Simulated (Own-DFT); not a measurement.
# What a defect does to the pressure of its cell: zincblende GaP

The numbers are computed, not measured, by runs of the plane-wave DFT program Own-DFT (in-house, retired, unreviewed) at fixed positions, with no spin and no spin-orbit coupling.

Method: PBE; PseudoDojo norm-conserving scalar-relativistic files; cutoff 42 hartree; 3 x 3 x 3 k mesh centred on Gamma; Fermi-Dirac smearing of 0.1 eV.

Caveats (not all hold for every row): not probed for a lower state with spin; forces on such cells failed a check on a denser k mesh; forces on such cells passed a denser k mesh, each cell not checked; stress not checked against mesh or cutoff.

All runs share one cell, with vectors in Å (10.901, 0.000, 0.000); (0.000, 10.901, 0.000); (0.000, 0.000, 10.901) and a volume of 1295.4 Å³. Atoms were moved at random from their sites; u is the rms move along one axis. The defect's site can differ from row to row.

| cell | formula | u (Å) | P (GPa) |
|---|---|---|---|
| no defect | Ga32P32 | 0.0189 | 2.72 |
| no defect | Ga32P32 | 0.0204 | 2.73 |
| no defect | Ga32P32 | 0.0523 | 3.47 |
| one Al on a Ga site | AlGa31P32 | 0.0296 | 2.83 |
| one Al on a Ga site | AlGa31P32 | 0.0302 | 2.85 |
| one Al on a Ga site | AlGa31P32 | 0.0454 | 3.10 |
| one Al on a Ga site | AlGa31P32 | 0.0496 | ? |
| one P on a Ga site | Ga31P33 | 0.0289 | 2.94 |
| one P on a Ga site | Ga31P33 | 0.0467 | 3.25 |
| one P on a Ga site | Ga31P33 | 0.0489 | 3.22 |
| one Ga on a P site and one P on a Ga site | Ga32P32 | 0.0281 | 2.98 |
| one Ga on a P site and one P on a Ga site | Ga32P32 | 0.0522 | 3.42 |
| one Ga on a P site and one P on a Ga site | Ga32P32 | 0.0523 | 3.60 |
| one Ga on a P site | Ga33P31 | 0.0315 | 3.34 |
| one Ga on a P site | Ga33P31 | 0.0479 | 3.64 |
| one Ga on a P site | Ga33P31 | 0.0487 | 3.78 |

## Working it out

P = P0 + c u² + a shift for each defect gives P0 = 2.65 GPa, c = 276 ± 22 GPa/Å² and a scatter of 0.07 GPa. The shifts, and each times the cell's volume:

- one Ga on a P site: 0.42 ± 0.06 GPa, 3.4 eV
- one Ga on a P site and one P on a Ga site: 0.11 ± 0.06 GPa, 0.9 eV (not resolved)
- one P on a Ga site: -0.01 ± 0.06 GPa, -0.1 eV (not resolved)
- one Al on a Ga site: -0.08 ± 0.06 GPa, -0.6 eV (not resolved)

Against the defect-free cell, a freed cell would be larger where the shift is positive and smaller where it is negative (160.2 GPa Å³ is 1 eV). The atoms around the defects weren't relaxed, which would change these numbers.

## The run left out

Question: what pressure belongs in the blank (one Al on a Ga site, u = 0.0496 Å)?

Estimate: 3.25 ± 0.08 GPa. The run itself gave 3.14 GPa.
